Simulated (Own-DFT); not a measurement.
# One host, several defects: wurtzite GaN

Source: density functional calculations with Own-DFT, an unreviewed in-house program that is no longer used. Nothing was measured or relaxed, and spin and spin-orbit coupling are left out.

All runs used: PBE; PseudoDojo norm-conserving scalar-relativistic files; cutoff 42 hartree; 4 x 4 x 3 k mesh centred on Gamma; Fermi-Dirac smearing of 0.1 eV.

Limits (not all hold for every row): not probed for a lower state with spin; forces not confirmed at this smearing and k mesh; stress not checked against mesh or cutoff.

All runs share one cell, with vectors in Å (9.567, 0.000, 0.000); (-4.784, 8.285, 0.000); (0.000, 0.000, 10.370) and a volume of 822.0 Å³. Atoms were moved at random from their sites; u is the rms move along one axis. The defect's site can differ from row to row.

```
cell,formula,u (Å),P (GPa)
no defect,Ga36N36,0.0194,5.92
no defect,Ga36N36,0.0480,7.28
no defect,Ga36N36,0.0485,7.33
one Ga on an N site,Ga37N35,0.0316,11.99
one Ga on an N site,Ga37N35,0.0319,?
one Ga on an N site,Ga37N35,0.0501,13.17
one Ga on an N site,Ga37N35,0.0518,12.83
one N on a Ga site,Ga35N37,0.0286,5.42
one N on a Ga site,Ga35N37,0.0501,6.68
one N on a Ga site,Ga35N37,0.0537,7.44
```

## Worked fit

P = P0 + c u² + a shift for each defect gives P0 = 5.57 GPa, c = 757 ± 92 GPa/Å² and a scatter of 0.24 GPa. The shifts, and each times the cell's volume:

- one Ga on an N site: 5.53 ± 0.20 GPa, 28.4 eV
- one N on a Ga site: -0.63 ± 0.20 GPa, -3.2 eV

Positive is outwards. The product with the volume (160.2 GPa Å³ to the eV) is nearly free of the cell's size; divided by the bulk modulus at the cell's pressure it gives the volume that the defect adds. The atoms around the defects weren't relaxed, which would change these numbers.

## Prediction

Asked: what pressure belongs in the blank (one Ga on an N site, u = 0.0319 Å)?

The fit gives 11.87 ± 0.29 GPa. The run itself gave 11.90 GPa.
